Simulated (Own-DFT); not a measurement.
# Biaxial strain at fixed height in wurtzite AlN, 72 atoms (Al36N36)

No measurement is shown. These are fixed-geometry runs of a retired plane-wave code named Own-DFT, which no person has reviewed; spin and spin-orbit coupling are neglected.

Settings: PBE; PseudoDojo norm-conserving scalar-relativistic files; cutoff 42 hartree; 4 x 4 x 3 k mesh centred on Gamma; Gaussian smearing of 0.01 eV.

Limits: k mesh not checked against a denser one; stress not checked against mesh or cutoff.

Unstrained cell vectors in Å: (9.336, 0.000, 0.000); (-4.668, 8.085, 0.000); (0.000, 0.000, 9.964). The unstrained cell has measured lattice constants (interpolated for alloys), not those of this functional. That, the random moves and any unrelaxed bonds set the pressure at no strain. Each run strains x and y alike by e, as a substrate would, and holds the height along z. Each atom got a random Gaussian move of width 0.05 Å along each axis. Stress is positive in tension.

```
e (%),u (Å),(s_xx + s_yy)/2 (GPa),s_zz (GPa)
-3.00,0.049,-26.74,-9.35
-2.50,0.049,-21.66,-9.93
-2.25,0.051,?,?
-1.75,0.051,-16.96,-8.72
-1.50,0.050,-15.11,-8.24
-1.00,0.052,-11.86,-8.32
-0.25,0.046,-6.30,-7.07
1.25,0.052,0.83,-2.58
1.75,0.049,3.81,-2.62
2.00,0.053,4.44,-1.96
```

## Worked fit

With e as a fraction, the in-plane stress is -5.3 + 577 e - 4154 e² GPa (errors 10 and 693, scatter 0.47), and s_zz is -5.6 + 168 e GPa (slope ± 16, scatter 0.83). At e = 0 the first slope is C11 + C12 and the second 2 C13, both with the ions held to the strained lattice and at the cell's own pressure. The term in e² is negative: the layer stiffens under compression and softens under tension. A free layer would change its height as e changes, and the in-plane slope would drop by 2 C13²/C33 to the biaxial modulus. At fixed height, a misfit of 1 % moves the in-plane stress by about 5.8 GPa and s_zz by 1.7 GPa.

## The run left out

Q: what are the two stresses at e = -2.25 %?

Estimate: -20.4 and -9.4 GPa. The calculation gave -20.63 and -9.52 GPa.
